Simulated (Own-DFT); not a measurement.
# Response to strain: beta-Si3N4, 112 atoms (N64Si48)

These are calculations, not measurements. The program, named Own-DFT, is a retired in-house plane-wave density functional code that no person has reviewed. Each row is one single-point run on a periodic cell that was not relaxed, without spin or spin-orbit coupling.

Settings of every run: PBE; PseudoDojo norm-conserving scalar-relativistic files; cutoff 42 hartree; 2 x 2 x 4 k mesh centred on Gamma; Fermi-Dirac smearing of 0.1 eV.

Known limits: forces on such cells moved up to 12 meV/angstrom on a denser k mesh; stress not checked against mesh or cutoff.

Unstrained cell vectors in Å: (15.212, 0.000, 0.000); (-7.606, 13.174, 0.000); (0.000, 0.000, 5.818). The unstrained cell has measured lattice constants (interpolated for alloys), not those of this functional. That, the random moves and any unrelaxed bonds set the pressure at no strain. Each run strains this cell uniformly, with the atoms carried along. Every atom was also moved at random, by a Gaussian of width 0.05 Å on each axis. Strain is the symmetric tensor, in per cent. Stress is positive in tension, and the pressure is minus a third of its trace.

| run | e_xx (%) | e_yy (%) | e_zz (%) | e_yz (%) | e_xz (%) | e_xy (%) | s_xx (GPa) | s_yy (GPa) | s_zz (GPa) | s_yz (GPa) | s_xz (GPa) | s_xy (GPa) | P (GPa) | E (meV/atom) |
|---|---|---|---|---|---|---|---|---|---|---|---|---|---|---|
| 1 | 0.07 | -1.69 | -0.83 | 1.04 | 0.53 | 0.09 | -9.77 | -16.02 | -21.07 | 2.63 | 4.14 | 1.39 | 15.62 | 43.0 |
| 2 | 0.74 | 1.34 | 0.17 | 0.64 | 1.39 | -1.20 | -3.20 | 0.24 | -6.09 | 2.87 | 4.91 | -4.83 | 3.02 | 13.9 |
| 3 | -0.57 | -0.55 | -1.52 | -0.34 | -1.51 | -1.34 | -13.96 | -12.62 | -20.36 | -0.29 | -4.08 | -5.82 | 15.64 | 31.0 |
| 4 | -1.33 | 0.30 | -0.68 | 1.02 | 1.31 | -1.60 | -16.12 | -7.75 | -15.91 | 2.58 | 4.99 | -6.55 | 13.26 | 31.7 |
| 5 | 0.62 | -0.42 | -1.59 | -1.27 | -1.27 | 0.07 | -9.33 | -8.69 | -20.43 | -4.15 | -4.35 | 1.11 | 12.82 | 48.3 |
| 6 | -1.62 | 1.43 | 0.69 | -1.65 | -0.38 | 0.45 | -13.81 | -1.42 | -4.93 | -5.83 | -1.40 | 2.01 | 6.72 | 1.7 |
| 7 | -0.24 | -1.20 | 1.55 | -0.12 | 0.12 | 1.06 | -8.55 | -11.40 | -1.18 | -0.05 | 0.19 | 4.95 | 7.05 | 0.0 |
| 8 | 0.35 | 0.64 | -0.54 | -1.96 | 0.97 | -1.25 | -3.27 | -5.34 | -13.49 | -6.32 | 2.44 | -4.48 | 7.37 | 21.7 |
| 9 | 1.99 | 0.43 | -0.63 | -1.40 | -0.90 | -0.44 | 2.24 | -3.85 | -13.26 | -4.91 | -1.60 | -2.47 | 4.96 | 32.7 |
| 10 | 0.87 | -1.99 | 1.72 | -1.49 | -0.91 | -1.70 | -5.53 | -16.08 | 0.03 | -6.61 | -2.63 | -7.97 | 7.19 | 38.3 |
| 11 | 0.66 | -0.53 | -0.61 | 0.72 | 1.01 | -1.47 | -6.03 | -8.42 | -14.93 | 2.11 | 4.32 | -5.61 | 9.79 | 20.5 |
| 12 | -1.68 | 1.35 | -0.73 | -0.40 | -1.79 | -0.76 | -15.94 | -3.52 | -17.06 | -1.61 | -9.10 | -4.85 | 12.17 | 50.4 |
| 13 | 1.98 | 0.04 | 1.38 | 0.39 | -0.26 | 0.90 | 4.36 | -3.18 | -1.24 | 2.70 | -1.73 | 4.18 | 0.02 | 15.1 |
| 14 | 0.50 | -1.74 | 1.19 | -1.92 | -0.56 | 0.01 | -4.69 | -15.25 | -5.92 | -6.28 | -1.63 | -1.54 | 8.62 | 32.9 |
| 15 | -1.73 | -0.23 | 0.97 | -1.90 | -1.81 | -0.28 | ? | ? | ? | ? | ? | ? | ? | ? |

E is the free energy for each atom above the lowest run shown.

## Worked fit

Each stress component was fitted by least squares to a constant and the strains of the runs shown, as fractions, with shears doubled. Shear strains stay in the fit of a normal stress only where such slopes are resolved. The slopes, in GPa:

| stress | at no strain | per e_xx | per e_yy | per e_zz | scatter |
|---|---|---|---|---|---|
| s_xx | -8.0 | 521 ± 35 | 131 ± 36 | 134 ± 36 | 1.40 |
| s_yy | -7.4 | 120 ± 23 | 497 ± 24 | 69 ± 24 | 0.93 |
| s_zz | -10.8 | 75 ± 37 | 137 ± 38 | 675 ± 38 | 1.48 |

Each shear stress against twice its own strain: yz 173 ± 12, xz 192 ± 19, xy 232 ± 12 GPa. These are stiffnesses along x, y and z of the frame in which the cell vectors are given, which need not be the crystal's axes. The atoms are held to the strained lattice; where symmetry lets them move under strain, relaxing them would lower some slopes. The table should be nearly symmetric about its diagonal, and what it lacks of that shows the noise. A ninth of its sum, 262 ± 10 GPa, estimates the bulk modulus near the mean pressure of these runs, 8.9 GPa, so it lies above the value at zero pressure.

## Withheld run

Question: what normal stresses and pressure should run 15 give?

The fit gives s_xx = -16.0, s_yy = -9.9, s_zz = -5.9 and P = 10.6 GPa. The calculation gave -17.86, -10.70, -5.77 and P = 11.44 GPa.
